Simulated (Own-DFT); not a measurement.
# What it costs to cut wurtzite AlN, m plane (10-10)

No measurement is shown. These are fixed-geometry runs of a retired plane-wave code named Own-DFT, which no person has reviewed; spin and spin-orbit coupling are neglected.

Keep in mind (not all hold for every row): some atoms lie very close together; forces not confirmed at this smearing and k mesh; k mesh not checked against a denser one.

Both sets of runs: PBE; PseudoDojo norm-conserving scalar-relativistic files; cutoff 42 hartree; Gaussian smearing of 0.01 eV. The slab has 128 atoms in 16 layers, two equal faces of 62.02 Å² as cut, 15 Å of vacuum, a dipole correction along the normal and a 6 x 3 x 1 mesh. The bulk cell has 72 atoms, the same measured lattice constants and a 4 x 4 x 3 mesh. All atoms were moved at random; u is the rms move along one axis. Energies are counted from -174.06 eV for each atom.

| slab run | u (Å) | E (eV, cell) |
|---|---|---|
| 1 | 0.0194 | 20.513 |
| 2 | 0.0209 | 21.116 |
| 3 | 0.0479 | 27.467 |
| 4 | 0.0502 | 28.130 |
| 5 | 0.0506 | 29.745 |
| 6 | 0.0506 | 27.164 |
| 7 | 0.0934 | 50.703 |
| 8 | 0.0948 | 52.679 |
| 9 | 0.0979 | 59.173 |
| 10 | 0.0992 | 59.191 |
| 11 | 0.1004 | 53.994 |
| 12 | 0.1028 | 65.995 |

| bulk run | u (Å) | E (meV/atom) |
|---|---|---|
| 1 | 0.0194 | -3.26 |
| 2 | 0.0195 | -2.41 |
| 3 | 0.0198 | -2.56 |
| 4 | 0.0198 | -1.92 |
| 5 | 0.0199 | -2.32 |
| 6 | 0.0205 | -1.03 |
| 7 | 0.0208 | 0.01 |
| 8 | 0.0920 | 264.89 |
| 9 | 0.0951 | 262.03 |
| 10 | 0.1039 | 406.06 |

Asked: what is the energy of the unrelaxed surface?

## Answer

Take each set to u = 0 with E = a + b u². Residuals are scaled by 1/(u² + 0.0006 Å²) to tame the large moves. Slab: a = 19.15 ± 0.26 eV. Bulk: a = -15.7 ± 1.0 meV/atom. The excess is 19.15 - 128 x (-0.0157) = 21.16 ± 0.29 eV. Over two faces that is 171 meV/Å², or 2.73 ± 0.04 J/m². Relaxing the faces would lower the energy, and the unlike meshes and the reach from the smallest u down to zero add errors that aren't counted here.
